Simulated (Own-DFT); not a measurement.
# What a defect does to the pressure of its cell: zincblende InP

Source: density functional calculations with Own-DFT, an unreviewed in-house program that is no longer used. Nothing was measured or relaxed, and spin and spin-orbit coupling are left out.

All runs used: PBE; PseudoDojo norm-conserving scalar-relativistic files; cutoff 36 hartree; 2 x 3 x 3 k mesh centred on Gamma; Fermi-Dirac smearing of 0.1 eV.

Keep in mind (not all hold for every row): not probed for a lower state with spin; forces on such cells failed a check on a denser k mesh; forces not confirmed at this smearing and k mesh; stress not checked against mesh or cutoff.

All runs share one cell, with vectors in Å (17.606, 0.000, 0.000); (0.000, 11.737, 0.000); (0.000, 0.000, 11.737) and a volume of 2425.5 Å³. u is the rms random offset of the atoms per axis. The defect's site can differ from row to row.

```
                                      cell  formula   u (Å)  P (GPa)
                                 no defect  In48P48  0.0210     3.22
                                 no defect  In48P48  0.0216     3.22
                                 no defect  In48P48  0.0494     3.59
one In on a P site and one P on an In site  In48P48  0.0298     3.52
one In on a P site and one P on an In site  In48P48  0.0305        ?
one In on a P site and one P on an In site  In48P48  0.0527     3.89
one In on a P site and one P on an In site  In48P48  0.0538     3.77
                           two P vacancies  In48P46  0.0485     3.28
                           two P vacancies  In48P46  0.0500     3.28
                           two P vacancies  In48P46  0.0516     3.39
                        one In on a P site  In49P47  0.0309     3.86
                        one In on a P site  In49P47  0.0493     4.13
                        one In on a P site  In49P47  0.0542     4.23
                  two P on an In site each  In46P50  0.0275     3.00
                  two P on an In site each  In46P50  0.0276     3.00
                  two P on an In site each  In46P50  0.0517     3.26
```

## Fit

P = P0 + c u² + a shift for each defect gives P0 = 3.16 GPa, c = 166 ± 14 GPa/Å² and a scatter of 0.04 GPa. The shifts, and each times the cell's volume:

- one In on a P site: 0.57 ± 0.04 GPa, 8.6 eV
- one In on a P site and one P on an In site: 0.21 ± 0.04 GPa, 3.2 eV
- two P vacancies: -0.26 ± 0.04 GPa, -3.9 eV (-1.9 eV for each of its 2 sites)
- two P on an In site each: -0.30 ± 0.04 GPa, -4.6 eV (-2.3 eV for each of its 2 sites)

Against the defect-free cell, a freed cell would be larger where the shift is positive and smaller where it is negative (160.2 GPa Å³ is 1 eV). The atoms around the defects weren't relaxed, which would change these numbers.

## The run left out

Q: what pressure belongs in the blank (one In on a P site and one P on an In site, u = 0.0305 Å)?

The fitted form gives 3.52 ± 0.05 GPa. Computed: 3.52 GPa.
